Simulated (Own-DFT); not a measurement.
Simulation results for Hf$_{36}$O$_{71}$ (tetragonal hafnia with one neutral oxygen vacancy, atoms displaced)

All values are calculated (Own-DFT development build). A calculation, not a measurement: plane-wave PBE and HSE06 DFT by an unreviewed code, no spin, of a simulated cell at Gamma alone, so results move with cell size and shape, stress positive in tension, energies less offsets, not probed for a lower state with spin; hafnium file: forces about 75 meV/angstrom off all-electron values; oxygen file: force components 24 meV/angstrom off all-electron in a glass; k mesh not checked against a denser one; forces and stress are PBE's, HSE06 gives the energy alone, and its difference from PBE has offsets of its own; offsets are fitted by least squares, one for each functional and potential file, so energies compare only between cells with the same atoms and settings and are not formation energies; the far tail of each file's local potential was reset to the Coulomb form; each entry is a single point on an unrelaxed cell, so the pressure reflects the starting lattice, taken from the Materials Project, from which strain is counted, and rises with the displacements; printed positions are rounded, which can move forces by about a meV/angstrom; the program is a retired in-house code; no spin-orbit coupling.

Common to all runs: first functional PBE; second functional HSE06; exact exchange share 0.25; screening 0.11 1/bohr; exchange divergence Gygi-Baldereschi; potential files PseudoDojo norm-conserving, scalar-relativistic, made for PBE, standard set; wave cutoff 48 hartree; occupations fixed; k mesh 1 x 1 x 1 centred on Gamma.

(1) 
```cif
# cell vector a (Å): 10.7800 0.0000 0.0000
# cell vector b (Å): 0.0000 10.7800 0.0000
# cell vector c (Å): 0.0000 0.0000 10.4493
data_Hf36O71
_symmetry_space_group_name_H-M 'P 1'
_symmetry_Int_Tables_number 1
_cell_length_a 10.7800
_cell_length_b 10.7800
_cell_length_c 10.4493
_cell_angle_alpha 90.000
_cell_angle_beta 90.000
_cell_angle_gamma 90.000
_cell_volume 1214.30
loop_
_atom_site_label
_atom_site_type_symbol
_atom_site_fract_x
_atom_site_fract_y
_atom_site_fract_z
_atom_site_occupancy
Hf1 Hf 0.00222 0.97738 0.00363 1
Hf2 Hf 0.16970 0.16955 0.24747 1
O1 O 0.99708 0.17386 0.15988 1
O2 O 0.16499 0.99593 0.35414 1
O3 O 0.00240 0.17063 0.40985 1
O4 O 0.18241 0.98887 0.09493 1
Hf3 Hf 0.01840 0.99531 0.51214 1
Hf4 Hf 0.16571 0.15583 0.76523 1
O5 O 0.99397 0.17380 0.64520 1
O6 O 0.16910 0.99242 0.85361 1
O7 O 0.00020 0.17140 0.90954 1
O8 O 0.15958 0.99878 0.59806 1
Hf5 Hf 0.01266 0.33288 0.00902 1
Hf6 Hf 0.17132 0.51337 0.23949 1
O9 O 0.01585 0.49732 0.15453 1
O10 O 0.17109 0.32756 0.32659 1
O11 O 0.17576 0.32594 0.08707 1
Hf7 Hf 0.99287 0.32219 0.50033 1
Hf8 Hf 0.16648 0.49788 0.73892 1
O12 O 0.99089 0.50384 0.65880 1
O13 O 0.17269 0.33175 0.83477 1
O14 O 0.98458 0.51220 0.91361 1
O15 O 0.17096 0.33870 0.58275 1
Hf9 Hf 0.01420 0.66701 0.00146 1
Hf10 Hf 0.17232 0.83133 0.26054 1
O16 O 0.01033 0.83177 0.14367 1
O17 O 0.16873 0.66506 0.35549 1
O18 O 0.00927 0.83518 0.42481 1
O19 O 0.15926 0.65712 0.08698 1
Hf11 Hf 0.98798 0.66895 0.50445 1
Hf12 Hf 0.16471 0.85029 0.74966 1
O20 O 0.00987 0.82605 0.65914 1
O21 O 0.16581 0.66573 0.84297 1
O22 O 0.99331 0.83255 0.90827 1
O23 O 0.15646 0.66707 0.59994 1
Hf13 Hf 0.33866 0.00577 0.98948 1
Hf14 Hf 0.50234 0.15686 0.24428 1
O24 O 0.33163 0.15116 0.15154 1
O25 O 0.49089 0.00112 0.34018 1
O26 O 0.32565 0.16918 0.39751 1
O27 O 0.50428 0.01236 0.10491 1
Hf15 Hf 0.34471 0.00751 0.49315 1
Hf16 Hf 0.49020 0.17250 0.74440 1
O28 O 0.31388 0.14981 0.63522 1
O29 O 0.49886 0.00567 0.85966 1
O30 O 0.34465 0.16682 0.91439 1
O31 O 0.50613 0.00543 0.59997 1
Hf17 Hf 0.33811 0.32886 0.99414 1
Hf18 Hf 0.49868 0.49904 0.24510 1
O32 O 0.35143 0.50442 0.15511 1
O33 O 0.50252 0.33170 0.33997 1
O34 O 0.33807 0.49264 0.39966 1
O35 O 0.49922 0.32776 0.10370 1
Hf19 Hf 0.33545 0.33307 0.47997 1
Hf20 Hf 0.50040 0.48954 0.75481 1
O36 O 0.33219 0.50726 0.65890 1
O37 O 0.49618 0.33012 0.85615 1
O38 O 0.33411 0.48507 0.89281 1
O39 O 0.48980 0.32434 0.60019 1
Hf21 Hf 0.33531 0.65918 0.99766 1
Hf22 Hf 0.50335 0.85070 0.25504 1
O40 O 0.31858 0.83481 0.14963 1
O41 O 0.49712 0.66859 0.35665 1
O42 O 0.32707 0.82518 0.39871 1
O43 O 0.51777 0.66350 0.10936 1
Hf23 Hf 0.33420 0.66581 0.50429 1
Hf24 Hf 0.50846 0.83481 0.74773 1
O44 O 0.32342 0.83484 0.65152 1
O45 O 0.49562 0.66515 0.83035 1
O46 O 0.33490 0.84347 0.90133 1
O47 O 0.49399 0.66927 0.60247 1
Hf25 Hf 0.66827 0.97519 0.99179 1
Hf26 Hf 0.83276 0.18527 0.25406 1
O48 O 0.66541 0.16734 0.14890 1
O49 O 0.82824 0.99327 0.34048 1
O50 O 0.66420 0.16799 0.40323 1
O51 O 0.83274 0.00297 0.10446 1
Hf27 Hf 0.65721 0.99683 0.50184 1
Hf28 Hf 0.83846 0.16161 0.76339 1
O52 O 0.65986 0.15899 0.64904 1
O53 O 0.83064 0.00571 0.83739 1
O54 O 0.66367 0.16673 0.89508 1
O55 O 0.84434 0.98301 0.60189 1
Hf29 Hf 0.66814 0.32715 0.01559 1
Hf30 Hf 0.82561 0.51301 0.24552 1
O56 O 0.66735 0.48858 0.16276 1
O57 O 0.83152 0.31547 0.33828 1
O58 O 0.66028 0.49120 0.40592 1
O59 O 0.83337 0.31558 0.08750 1
Hf31 Hf 0.66240 0.33023 0.50469 1
Hf32 Hf 0.84276 0.49264 0.75531 1
O60 O 0.66913 0.50017 0.63865 1
O61 O 0.83930 0.33571 0.84247 1
O62 O 0.67456 0.48439 0.91438 1
O63 O 0.82636 0.33611 0.59678 1
Hf33 Hf 0.65955 0.66854 0.00356 1
Hf34 Hf 0.82941 0.82236 0.25440 1
O64 O 0.66861 0.83580 0.14006 1
O65 O 0.82898 0.66643 0.34080 1
O66 O 0.66269 0.84601 0.39812 1
O67 O 0.81752 0.67173 0.10037 1
Hf35 Hf 0.66565 0.66657 0.49201 1
Hf36 Hf 0.82971 0.83136 0.73964 1
O68 O 0.67455 0.84482 0.64969 1
O69 O 0.81925 0.66055 0.84468 1
O70 O 0.66083 0.83393 0.90051 1
O71 O 0.83999 0.66019 0.60283 1
_calc_PBE_energy_of_cell_above_offsets '-82.936'  # eV
_calc_HSE06_less_PBE_above_offsets '0.623'  # eV
_calc_PBE_pressure 8.19  # GPa
_calc_PBE_stress_xx -5.51  # GPa
_calc_PBE_stress_yy -10.97  # GPa
_calc_PBE_stress_zz -8.1  # GPa
_calc_PBE_stress_yz -2.64  # GPa
_calc_PBE_stress_xz -0.71  # GPa
_calc_PBE_stress_xy -0.24  # GPa
```

Force:
```csv
element,x (eV/Å),y (eV/Å),z (eV/Å)
Hf,-0.52,4.429,3.554
Hf,-1.103,-2.503,-0.827
O,2.133,0.357,-0.378
O,0.492,0.702,-0.251
O,0.328,-2.027,-1.008
O,-3.226,0.928,-0.364
Hf,-7.012,1.947,-3.819
Hf,-1.747,2.445,-2.644
O,1.603,-0.437,1.975
O,-0.35,3.202,1.432
O,0.876,-1.672,-0.847
O,5.529,-0.198,3.792
Hf,-3.004,-0.39,-1.185
Hf,1.238,-1.752,2.87
O,-3.643,-0.174,0.006
O,0.039,3.345,1
O,0.774,0.405,0.539
Hf,0.524,1.777,0.974
Hf,-0.307,0.943,-0.502
O,3.023,-0.644,-1.334
O,-0.488,-0.708,0.749
O,0.908,-2.598,-0.489
O,-0.65,0.636,-0.129
Hf,-5.237,0.796,-2.648
Hf,-0.671,1.663,-0.112
O,-1.103,-0.759,1.941
O,-0.373,-0.868,-1.497
O,-0.799,-1.779,-2.554
O,6.292,-0.631,2.78
Hf,3.72,-1.434,0.108
Hf,1.402,-5.431,-1.292
O,-2.304,0.462,0.378
O,0.485,0.364,1.171
O,-0.143,-1.879,-2.366
O,1.088,-1.117,-0.951
Hf,0.441,-2.09,4.035
Hf,0.82,3.874,-1.733
O,0.542,0.946,0.24
O,-0.506,0.83,4.01
O,0.868,-1.532,-0.547
O,0.016,-2.383,-0.707
Hf,-2.829,-0.952,0.676
Hf,2.361,-0.538,0.571
O,1.729,0.239,2.357
O,0.327,-1.096,-2.168
O,-1.336,0.695,-3.761
O,-2.812,-1.028,0.229
Hf,1.311,0.661,1.542
Hf,2.678,-0.483,3.613
O,-4.812,1.007,-3.14
O,-0.585,-0.518,0.857
O,-0.167,2.362,-0.561
O,-1.136,0.355,-0.432
Hf,-1.099,-0.147,1.755
Hf,0.749,0.569,-1.368
O,1.069,0.047,-0.983
O,-0.093,-0.238,-1.194
O,0.03,2.845,1.486
O,0.132,0.183,0.402
Hf,-0.054,1.324,-1.147
Hf,-0.965,-4.806,-2.74
O,3.611,-1.899,0.168
O,0.974,0.436,-0.656
O,1.085,1.858,0.498
O,-3.657,0.175,-0.437
Hf,-1.333,-0.517,0.442
Hf,-2.536,0.02,0.055
O,2.156,0.472,-0.316
O,0.067,-0.066,2.666
O,0.64,-3.149,-0.081
O,2.094,1.059,-0.941
Hf,1.107,8.58,3.821
Hf,-0.408,-12.96,-6.697
O,-0.127,0.529,1.109
O,0.068,-0.254,0.364
O,-0.745,-1.333,0.103
O,0.699,-1.622,-2.781
Hf,5.664,3.272,0.059
Hf,-1.624,3.536,-2.108
O,0.579,0.433,0.586
O,-0.064,-4.356,2.643
O,0.362,0.024,0.63
O,-0.958,0.516,-0.871
Hf,-0.683,-2.088,-2.216
Hf,2.064,-3.048,-0.152
O,-0.034,-0.133,-0.925
O,0.082,12.49,6.545
O,1.063,2.166,-1.006
O,1.855,1.413,1.216
Hf,0.02,-0.364,0.425
Hf,-3.23,1.085,0.427
O,-1.454,0.279,1.792
O,0.508,-1.787,0.805
O,-1.597,2.281,-0.392
O,0.575,-0.387,-0.719
Hf,2.927,-1.929,-2.813
Hf,0.848,6.68,-2.519
O,-1.032,0.131,1.308
O,-0.274,-0.371,3.028
O,-0.691,-3.115,-0.862
O,2.381,-1.082,0.859
Hf,-1.62,-2.243,1.595
Hf,3.042,-0.426,1.239
O,-2.786,-1.005,-0.812
O,-0.376,1.84,-0.247
O,-0.535,-4.367,-3.452
O,-3.166,1.704,-0.745
```

(2) 
```cif
# cell vector a (Å): 10.7800 0.0000 0.0000
# cell vector b (Å): 0.0000 10.7800 0.0000
# cell vector c (Å): 0.0000 0.0000 10.4493
data_Hf36O71
_symmetry_space_group_name_H-M 'P 1'
_symmetry_Int_Tables_number 1
_cell_length_a 10.7800
_cell_length_b 10.7800
_cell_length_c 10.4493
_cell_angle_alpha 90.000
_cell_angle_beta 90.000
_cell_angle_gamma 90.000
_cell_volume 1214.30
loop_
_atom_site_label
_atom_site_type_symbol
_atom_site_fract_x
_atom_site_fract_y
_atom_site_fract_z
_atom_site_occupancy
Hf1 Hf 0.00153 0.99365 0.99578 1
Hf2 Hf 0.16750 0.16673 0.23822 1
O1 O 0.99884 0.16705 0.15192 1
O2 O 0.16878 0.00066 0.34495 1
O3 O 0.16446 0.99198 0.09772 1
Hf3 Hf 0.00607 0.00733 0.49983 1
Hf4 Hf 0.17211 0.16583 0.75213 1
O4 O 0.00053 0.16756 0.65206 1
O5 O 0.16872 0.99766 0.85651 1
O6 O 0.00570 0.16375 0.90479 1
O7 O 0.16382 0.00246 0.60038 1
Hf5 Hf 0.00468 0.32876 0.99428 1
Hf6 Hf 0.16763 0.49747 0.25359 1
O8 O 0.00158 0.50539 0.14535 1
O9 O 0.16518 0.32507 0.34131 1
O10 O 0.99289 0.49939 0.40073 1
O11 O 0.16427 0.33288 0.09661 1
Hf7 Hf 0.00122 0.33217 0.50392 1
Hf8 Hf 0.16547 0.50363 0.74911 1
O12 O 0.99021 0.49620 0.64888 1
O13 O 0.16442 0.34242 0.85790 1
O14 O 0.99968 0.49910 0.91117 1
O15 O 0.16019 0.33452 0.59546 1
Hf9 Hf 0.00247 0.66539 0.99402 1
Hf10 Hf 0.16147 0.83130 0.25473 1
O16 O 0.00157 0.82367 0.15061 1
O17 O 0.16572 0.66890 0.34329 1
O18 O 0.00378 0.83132 0.40112 1
O19 O 0.17531 0.65974 0.09210 1
Hf11 Hf 0.99715 0.65914 0.49723 1
Hf12 Hf 0.16582 0.83652 0.74088 1
O20 O 0.00111 0.83393 0.65405 1
O21 O 0.16462 0.66855 0.84914 1
O22 O 0.99692 0.83308 0.90285 1
O23 O 0.17264 0.65814 0.60218 1
Hf13 Hf 0.32935 0.00160 0.99951 1
Hf14 Hf 0.49549 0.16612 0.25348 1
O24 O 0.33295 0.17021 0.15022 1
O25 O 0.50519 0.99701 0.34717 1
O26 O 0.32925 0.16152 0.40712 1
O27 O 0.50501 0.00075 0.09874 1
Hf15 Hf 0.32726 0.00698 0.50219 1
Hf16 Hf 0.49864 0.16713 0.74660 1
O28 O 0.33409 0.17003 0.65105 1
O29 O 0.50235 0.99954 0.84905 1
O30 O 0.33708 0.17442 0.89258 1
O31 O 0.49868 0.99722 0.60768 1
Hf17 Hf 0.33799 0.33019 0.99528 1
Hf18 Hf 0.50099 0.49619 0.25072 1
O32 O 0.32981 0.49274 0.15498 1
O33 O 0.49649 0.33546 0.33605 1
O34 O 0.33607 0.49301 0.40087 1
O35 O 0.51019 0.33932 0.09038 1
Hf19 Hf 0.33523 0.33276 0.49834 1
Hf20 Hf 0.49619 0.49402 0.74795 1
O36 O 0.33450 0.50864 0.64838 1
O37 O 0.49760 0.33074 0.84970 1
O38 O 0.33547 0.49799 0.89839 1
O39 O 0.50126 0.33532 0.60103 1
Hf21 Hf 0.33437 0.66195 0.00530 1
Hf22 Hf 0.50541 0.83345 0.24902 1
O40 O 0.33533 0.83659 0.15610 1
O41 O 0.49614 0.66904 0.33974 1
O42 O 0.32606 0.83184 0.40162 1
O43 O 0.50108 0.67360 0.09542 1
Hf23 Hf 0.32965 0.66477 0.49299 1
Hf24 Hf 0.50223 0.83657 0.75332 1
O44 O 0.33303 0.82766 0.66019 1
O45 O 0.50631 0.66760 0.84597 1
O46 O 0.31990 0.83672 0.90617 1
O47 O 0.49179 0.66577 0.60099 1
Hf25 Hf 0.67575 0.99623 0.00495 1
Hf26 Hf 0.83634 0.16870 0.26151 1
O48 O 0.66815 0.16874 0.15866 1
O49 O 0.82837 0.99450 0.35136 1
O50 O 0.66011 0.16362 0.40010 1
O51 O 0.83544 0.01072 0.09522 1
Hf27 Hf 0.66071 0.00321 0.50509 1
Hf28 Hf 0.83615 0.16455 0.74392 1
O52 O 0.66520 0.16071 0.65598 1
O53 O 0.83366 0.99218 0.85540 1
O54 O 0.66325 0.15779 0.89965 1
O55 O 0.83532 0.01010 0.59775 1
Hf29 Hf 0.67462 0.34557 0.00051 1
Hf30 Hf 0.82391 0.49667 0.25031 1
O56 O 0.66905 0.50079 0.15959 1
O57 O 0.83430 0.33288 0.34614 1
O58 O 0.66888 0.50649 0.40673 1
O59 O 0.83977 0.33643 0.09428 1
Hf31 Hf 0.66627 0.32926 0.49145 1
Hf32 Hf 0.83284 0.50358 0.74985 1
O60 O 0.67261 0.49603 0.65624 1
O61 O 0.83686 0.33015 0.84791 1
O62 O 0.67033 0.50056 0.90006 1
O63 O 0.83647 0.33359 0.60686 1
Hf33 Hf 0.66853 0.66998 0.00536 1
Hf34 Hf 0.83404 0.83836 0.24732 1
O64 O 0.67033 0.83486 0.15747 1
O65 O 0.83289 0.66306 0.34637 1
O66 O 0.66518 0.82919 0.39867 1
O67 O 0.83461 0.67122 0.09149 1
Hf35 Hf 0.67500 0.66512 0.49996 1
Hf36 Hf 0.83539 0.83251 0.75881 1
O68 O 0.67166 0.82962 0.64916 1
O69 O 0.84463 0.66361 0.85013 1
O70 O 0.66835 0.82883 0.90397 1
O71 O 0.82494 0.65835 0.60295 1
_calc_PBE_energy_of_cell_above_offsets '-97.216'  # eV
_calc_HSE06_less_PBE_above_offsets '0.078'  # eV
_calc_PBE_pressure 1.93  # GPa
_calc_PBE_stress_xx -1.52  # GPa
_calc_PBE_stress_yy -1.9  # GPa
_calc_PBE_stress_zz -2.36  # GPa
_calc_PBE_stress_yz -0.2  # GPa
_calc_PBE_stress_xz -0.66  # GPa
_calc_PBE_stress_xy -0.05  # GPa
```

Force:
```csv
element,x (eV/Å),y (eV/Å),z (eV/Å)
Hf,-0.138,0.713,0.601
Hf,-1.193,-0.238,0.296
O,0.096,-0.056,1.134
O,-0.716,0.836,0.796
O,0.165,0.823,0.24
Hf,-2.004,-0.589,-0.716
Hf,-1.086,0.56,1.225
O,1.369,-0.159,-0.337
O,-0.129,1.201,-1.585
O,0.106,-0.72,-0.985
O,0.813,0.206,0.469
Hf,-0.609,1.09,0.858
Hf,-1.452,0.073,-1.978
O,-0.131,0.013,1.922
O,-0.259,0.6,1.102
O,0.905,-0.705,0.223
O,1.029,-0.542,0.238
Hf,-1.266,-0.156,-0.44
Hf,-0.001,0.721,0.446
O,2.236,0.619,0.025
O,0.348,-1.535,-1.861
O,0.116,-0.256,-1.803
O,2.007,0.04,0.344
Hf,0.408,-0.692,1.362
Hf,1.299,0.724,-1.205
O,-0.409,0.645,0.028
O,-0.014,-1.924,1.036
O,-0.098,0.386,0.645
O,-1.159,0.274,0.961
Hf,-0.153,0.912,0.563
Hf,1.018,-1.207,2.282
O,-0.922,-0.261,-0.518
O,-0.297,-0.323,-0.866
O,0.22,0.101,-0.598
O,-1.972,0.36,-1.068
Hf,1.211,-1.523,0.122
Hf,1.912,-1.805,-1.901
O,0.661,-0.047,-0.481
O,-0.54,0.957,0.916
O,0.889,1.639,-0.937
O,-0.769,0.171,-0.111
Hf,1.13,-2.856,-0.127
Hf,1.366,-0.729,2.11
O,-0.735,-0.142,-0.664
O,-0.804,0.036,-0.071
O,-0.926,-1.631,0.346
O,-0.713,0.36,-1.286
Hf,-0.114,1.456,0.681
Hf,-1.173,2.107,-1.118
O,1.327,0.177,-0.102
O,0.303,-1.137,2.199
O,-0.44,0.433,-0.105
O,-1.428,0.159,0.673
Hf,-0.814,0.214,0.754
Hf,0.78,1.948,0.24
O,-0.719,-1.8,0.262
O,0.221,0.314,-0.651
O,0.16,0.209,0.171
O,-0.024,-0.319,-1.371
Hf,0.27,1.264,-1.495
Hf,-1.178,0.148,-0.12
O,-0.335,0.053,0.061
O,-0.301,-1.342,0.455
O,0.067,1.05,1.036
O,0.398,-0.624,0.43
Hf,1.642,0.54,1.16
Hf,0.013,-1.271,-0.329
O,-0.254,0.812,-0.801
O,-0.358,-0.399,0.083
O,0.986,-0.63,0.398
O,1.371,-0.078,-1.427
Hf,-1.811,1.576,-0.985
Hf,-0.367,-1.545,-2.384
O,-0.162,0.141,0.657
O,0.666,1.369,-0.069
O,0.093,0.985,0.652
O,1.002,-1.031,1.218
Hf,0.806,-1.861,-0.099
Hf,-1.137,0.221,1.527
O,0.093,0.463,-1.295
O,0.261,1.135,-0.787
O,0.521,1.274,0.674
O,0.166,-0.245,-0.299
Hf,0.487,-2.896,-0.854
Hf,3.83,0.966,-0.536
O,-1.289,0.054,-1.296
O,-0.521,0.046,1.231
O,-0.433,-2.731,-0.947
O,-0.814,0.268,0.816
Hf,1.049,1.09,2.232
Hf,-0.452,-1.154,0.875
O,-1.783,-0.265,-0.5
O,-0.122,-0.074,-0.208
O,0.015,0.852,0.675
O,-1.063,-1.032,-1.937
Hf,-0.436,-0.403,-1.237
Hf,0.602,-1.401,0.623
O,0.245,-0.013,-1.18
O,0.13,0.875,0.217
O,0.116,0.509,0.753
O,-0.506,-0.16,0.654
Hf,-2.438,1.853,0.817
Hf,-0.26,-0.576,-0.795
O,-0.204,0.689,0.592
O,-0.372,0.827,-0.288
O,0.347,0.454,-0.02
O,2.535,0.49,-0.332
```
